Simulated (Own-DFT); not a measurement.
# Biaxial strain at fixed height in wurtzite AlGaN with randomly placed atoms, 72 atoms (Al27Ga9N36)

Calculated, not measured: single-point runs of Own-DFT, a retired in-house plane-wave DFT program that no person has reviewed, on unrelaxed cells, without spin or spin-orbit coupling.

Common settings: PBE; PseudoDojo norm-conserving scalar-relativistic files; cutoff 42 hartree; 4 x 4 x 3 k mesh centred on Gamma; Fermi-Dirac smearing of 0.1 eV.

Keep in mind: forces on such cells passed a denser k mesh, each cell not checked; stress not checked against mesh or cutoff.

Unstrained cell vectors in Å: (9.394, 0.000, 0.000); (-4.697, 8.135, 0.000); (0.000, 0.000, 10.066). The unstrained cell has measured lattice constants (interpolated for alloys), not those of this functional. That, the random moves and any unrelaxed bonds set the pressure at no strain. Each run strains x and y alike by e, as a substrate would, and holds the height along z. Each coordinate of each atom was shifted by a normal deviate of width 0.05 Å. The random placing of the alloy's atoms differs from row to row. Stress is positive in tension.

| e (%) | u (Å) | (s_xx + s_yy)/2 (GPa) | s_zz (GPa) |
|---|---|---|---|
| -3.00 | 0.053 | -26.45 | -13.60 |
| -1.50 | 0.048 | -14.67 | -9.63 |
| -0.75 | 0.045 | -10.82 | -7.09 |
| -0.50 | 0.049 | -8.86 | -7.90 |
| -0.25 | 0.049 | -8.17 | -6.41 |
| 0.75 | 0.047 | -2.24 | -4.68 |
| 1.25 | 0.046 | ? | ? |
| 1.75 | 0.047 | 2.78 | -4.09 |
| 2.00 | 0.047 | 3.89 | -4.06 |
| 2.75 | 0.049 | 6.76 | -3.50 |

## Analysis

With e as a fraction, the in-plane stress is -6.2 + 565 e - 3444 e² GPa (errors 8 and 456, scatter 0.42), and s_zz is -6.2 + 170 e - 2669 e² GPa (slope ± 9, scatter 0.46). At e = 0 the first slope is C11 + C12 and the second 2 C13, both with the ions held to the strained lattice and at the cell's own pressure. The term in e² is negative: the layer stiffens under compression and softens under tension. A free layer would change its height as e changes, and the in-plane slope would drop by 2 C13²/C33 to the biaxial modulus. At fixed height, a misfit of 1 % moves the in-plane stress by about 5.7 GPa and s_zz by 1.7 GPa.

## Prediction

Question: what are the two stresses at e = 1.25 %?

Estimate: 0.4 and -4.5 GPa. The hidden result is 0.67 and -4.20 GPa.
